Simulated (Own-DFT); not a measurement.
# Strain and stress in fcc Cu, 16 atoms (Cu16)

Calculated results; nothing here was measured. They come from Own-DFT, an in-house plane-wave density functional program, since retired, whose code no person has reviewed. Each row is one single-point run on a periodic cell that was not relaxed, without spin or spin-orbit coupling.

Settings of every run: PBE; PseudoDojo norm-conserving scalar-relativistic files; cutoff 50 hartree; 7 x 7 x 5 k mesh centred on Gamma; cold (Marzari-Vanderbilt) smearing of 0.2 eV.

Known limits: forces on such cells failed a check on a denser k mesh; stress not checked against mesh or cutoff.

Unstrained cell vectors in Å: (3.615, 3.615, 0.000); (-3.615, 3.615, 0.000); (0.000, 0.000, 7.230). The unstrained cell has measured lattice constants (interpolated for alloys), not those of this functional. That, the random moves and any unrelaxed bonds set the pressure at no strain. Each run strains this cell uniformly, with the atoms carried along. Every atom was also moved at random, by a Gaussian of width 0.05 Å on each axis. Strain is the symmetric tensor, in per cent. Stress is positive in tension, and the pressure is minus a third of its trace.

```
run  e_xx (%)  e_yy (%)  e_zz (%)  e_yz (%)  e_xz (%)  e_xy (%)  s_xx (GPa)  s_yy (GPa)  s_zz (GPa)  s_yz (GPa)  s_xz (GPa)  s_xy (GPa)  P (GPa)  E (meV/atom)
  1     -0.38      1.47      0.32     -1.91     -0.72      0.97       -1.11       -0.54       -1.06       -3.03       -1.45        1.47     0.90           8.8
  2      0.85     -0.75      0.52      1.88      1.65      0.77       -1.69       -2.76       -1.85        3.60        2.55        1.19     2.10          10.5
  3      0.83      0.62     -0.03      0.21      0.62     -1.35       -0.41       -0.58       -0.36        0.29        0.89       -2.02     0.45           0.0
  4      0.91     -0.65      0.03      1.18      1.32      1.94       -1.97       -3.05       -2.13        2.33        2.40        3.47     2.38           7.4
  5      1.06     -1.59     -0.57      1.63     -1.44      1.79       -4.11       -5.93       -5.23        3.08       -2.15        2.74     5.09          20.5
  6      0.35     -1.54      1.48     -0.60     -1.02      0.02       -3.30       -4.09       -2.39       -1.42       -1.60       -0.36     3.26          24.8
  7      1.88     -1.63      0.65     -0.37     -1.41     -1.28       -1.23       -2.99       -1.50       -0.59       -2.00       -2.27     1.91          14.5
  8     -0.82     -1.33     -1.62     -1.58      1.12     -1.41       -9.50       -9.82       -9.96       -3.72        3.09       -2.81     9.76          33.5
  9      1.52     -0.13      0.95     -1.15     -0.96      1.68        0.83       -0.39        0.57       -1.97       -1.38        2.25    -0.34          10.4
 10     -1.60     -0.40      1.88     -1.77      0.44     -0.41       -4.02       -3.52       -1.76       -2.67        0.97       -0.50     3.10           9.8
 11      0.50      1.56      0.57     -0.42     -0.40     -1.58        0.35        1.42        1.09       -0.72       -0.84       -2.22    -0.95           6.4
 12     -0.08      0.70     -0.43      1.09      0.96      1.13       -2.56       -1.68       -2.40        1.94        1.88        1.80     2.21           0.3
 13      1.90      1.62     -1.01      0.51     -1.63     -0.50        0.71        1.25        0.28        0.94       -3.01       -0.84    -0.75           6.6
 14     -0.70     -1.95      1.23      1.18     -1.98      0.78       -6.83       -6.89       -4.98        2.38       -3.44        0.88     6.23          33.3
 15     -0.89     -0.18     -1.46     -1.43      1.33      1.31           ?           ?           ?           ?           ?           ?        ?             ?
```

E is the free energy for each atom above the lowest run shown.

## Worked fit

Each stress component was fitted by least squares to a constant and the strains of the runs shown, as fractions, with shears doubled. Shear strains stay in the fit of a normal stress only where such slopes are resolved. The slopes, in GPa:

| stress | at no strain | per e_xx | per e_yy | per e_zz | scatter |
|---|---|---|---|---|---|
| s_xx | -3.3 | 194 ± 15 | 154 ± 12 | 140 ± 16 | 0.54 |
| s_yy | -3.2 | 140 ± 10 | 213 ± 8 | 140 ± 11 | 0.37 |
| s_zz | -3.0 | 146 ± 12 | 163 ± 9 | 201 ± 13 | 0.42 |

Each shear stress against twice its own strain: yz 94 ± 4, xz 88 ± 3, xy 79 ± 3 GPa. These are stiffnesses along x, y and z of the frame in which the cell vectors are given, which need not be the crystal's axes. The atoms are held to the strained lattice; where symmetry lets them move under strain, relaxing them would lower some slopes. The table should be nearly symmetric about its diagonal, and what it lacks of that shows the noise. A ninth of its sum, 166 ± 6 GPa, estimates the bulk modulus near the mean pressure of these runs, 2.5 GPa, so it lies above the value at zero pressure.

## Withheld run

Question: what normal stresses and pressure should run 15 give?

The fit gives s_xx = -7.3, s_yy = -6.9, s_zz = -7.5 and P = 7.3 GPa. The calculation gave -8.15, -7.48, -7.89 and P = 7.84 GPa.
